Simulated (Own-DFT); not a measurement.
# Response to strain: beta-Si3N4, 112 atoms (N64Si48)

Source: density functional calculations with Own-DFT, an unreviewed in-house program that is no longer used. Nothing was measured or relaxed, and spin and spin-orbit coupling are left out.

Settings: PBE; PseudoDojo norm-conserving scalar-relativistic files; cutoff 42 hartree; 2 x 2 x 4 k mesh centred on Gamma; Fermi-Dirac smearing of 0.1 eV.

Keep in mind (not all hold for every row): some atoms lie very close together; forces on such cells moved up to 12 meV/angstrom on a denser k mesh; stress not checked against mesh or cutoff.

Unstrained cell vectors in Å: (15.212, 0.000, 0.000); (-7.606, 13.174, 0.000); (0.000, 0.000, 5.818). The unstrained cell has measured lattice constants (interpolated for alloys), not those of this functional. That, the random moves and any unrelaxed bonds set the pressure at no strain. The cell is deformed uniformly in each run, and the atoms keep their fractional places. Random moves of width 0.05 Å per axis were added to every atom. Stress is counted positive in tension, P = -(s_xx + s_yy + s_zz)/3, and strain components are those of the symmetric tensor.

| run | e_xx (%) | e_yy (%) | e_zz (%) | e_yz (%) | e_xz (%) | e_xy (%) | s_xx (GPa) | s_yy (GPa) | s_zz (GPa) | s_yz (GPa) | s_xz (GPa) | s_xy (GPa) | P (GPa) | E (meV/atom) |
|---|---|---|---|---|---|---|---|---|---|---|---|---|---|---|
| 1 | 0.94 | -1.48 | -1.20 | 1.90 | 0.21 | 1.23 | -4.40 | -16.39 | -17.59 | 6.60 | 0.77 | 3.90 | 12.79 | 21.2 |
| 2 | 0.83 | -0.15 | -0.74 | 1.56 | 0.99 | 0.92 | -3.54 | -7.54 | -15.77 | 5.65 | 3.53 | 4.81 | 8.95 | 24.7 |
| 3 | 1.84 | 0.57 | -0.76 | -1.65 | -1.56 | 0.69 | 4.79 | -3.64 | -14.20 | -4.90 | -5.11 | 2.02 | 4.35 | 11.3 |
| 4 | 1.18 | -1.98 | -1.10 | 1.91 | 0.84 | 1.93 | -5.10 | -18.97 | -18.56 | 5.68 | 2.08 | 8.35 | 14.21 | 48.0 |
| 5 | -1.61 | 1.89 | -1.42 | 0.30 | 1.43 | 1.33 | -14.97 | -0.94 | -19.15 | 2.21 | 4.92 | 4.16 | 11.69 | 26.4 |
| 6 | 1.54 | 0.29 | -0.71 | -0.49 | 0.72 | 1.13 | 2.23 | -4.96 | -16.32 | -2.46 | 1.33 | 3.10 | 6.35 | 36.9 |
| 7 | -0.68 | 0.80 | -1.78 | 1.91 | 0.65 | -0.47 | -11.67 | -6.48 | -23.63 | 7.89 | 3.42 | -3.14 | 13.93 | 35.8 |
| 8 | 1.95 | 1.89 | 1.04 | -0.32 | -1.28 | -0.52 | 4.10 | 6.03 | 0.05 | -0.99 | -4.94 | -2.55 | -3.40 | 0.0 |
| 9 | -0.97 | 1.77 | -1.64 | 1.89 | -0.09 | 1.37 | -10.93 | -1.22 | -22.21 | 5.39 | 0.52 | 4.65 | 11.45 | 33.9 |
| 10 | -1.83 | -0.83 | 0.13 | -0.65 | -1.85 | -0.78 | -20.33 | -16.23 | -9.77 | -2.63 | -5.73 | -3.52 | 15.44 | 52.3 |
| 11 | 0.06 | -1.38 | 1.74 | 0.92 | 1.34 | 1.48 | -7.53 | -12.41 | 0.44 | 1.76 | 3.79 | 3.98 | 6.50 | 6.8 |
| 12 | -1.02 | -0.71 | -0.67 | -1.90 | 0.46 | -1.25 | -15.55 | -15.02 | -13.83 | -5.98 | 0.97 | -5.14 | 14.80 | 34.0 |
| 13 | -1.08 | 1.57 | 1.08 | -0.55 | -1.83 | -0.66 | -11.95 | 0.99 | -1.82 | -1.60 | -6.00 | -3.18 | 4.26 | 13.1 |
| 14 | -0.69 | 1.49 | -1.36 | 1.50 | -1.06 | 1.01 | -12.71 | -1.73 | -17.90 | 3.18 | -4.28 | 3.66 | 10.78 | 35.2 |
| 15 | 1.73 | -0.32 | -0.89 | 0.80 | 0.02 | -1.59 | -0.56 | -5.85 | -15.39 | 3.35 | -0.46 | -5.73 | 7.27 | 15.0 |
| 16 | -0.71 | 0.47 | 1.16 | 1.20 | 1.75 | 1.22 | -10.03 | -3.85 | -2.47 | 4.03 | 5.67 | 1.65 | 5.45 | 8.7 |
| 17 | 1.30 | 0.57 | -1.47 | 1.77 | 0.32 | 0.68 | -0.90 | -6.05 | -17.06 | 7.00 | 1.58 | 2.64 | 8.00 | 17.3 |
| 18 | -0.99 | 1.41 | 0.74 | 1.44 | -0.96 | -1.26 | ? | ? | ? | ? | ? | ? | ? | ? |

The last column gives the free energy per atom over the lowest of the runs shown.

## Analysis

Least squares on the runs shown: each stress against a constant and the strains, taken as fractions with shears doubled. Shear strains stay in the fit of a normal stress only where such slopes are resolved. The slopes, in GPa:

```
stress  at no strain  per e_xx  per e_yy  per e_zz  scatter
  s_xx          -8.0  570 ± 25  121 ± 27   47 ± 29     1.29
  s_yy          -7.8  146 ± 21  562 ± 22  135 ± 24     1.05
  s_zz         -10.0   42 ± 26   53 ± 27  690 ± 30     1.31
```

The slope of each shear stress on twice its own strain, from a fit on all six strains: yz 164 ± 11, xz 163 ± 8, xy 186 ± 13 GPa. These are stiffnesses along x, y and z of the frame in which the cell vectors are given, with the crystal's c axis along z: C11, C12, C13 and C33. Hexagonal symmetry asks that xx and yy behave alike, which is a second check on the noise. The atoms are held to the strained lattice; where symmetry lets them move under strain, relaxing them would lower some slopes. The table should be nearly symmetric about its diagonal, and what it lacks of that shows the noise. A ninth of the table's sum, 263 ± 8 GPa, estimates the bulk modulus near the mean pressure of these runs, 9.0 GPa, so it lies above the value at zero pressure.

## Withheld run

The question: what normal stresses and pressure should run 18 give?

Estimate: s_xx = -11.6, s_yy = -0.3, s_zz = -4.5 and P = 5.5 GPa. The hidden result is -7.32, -1.45, -5.59 and P = 4.79 GPa.
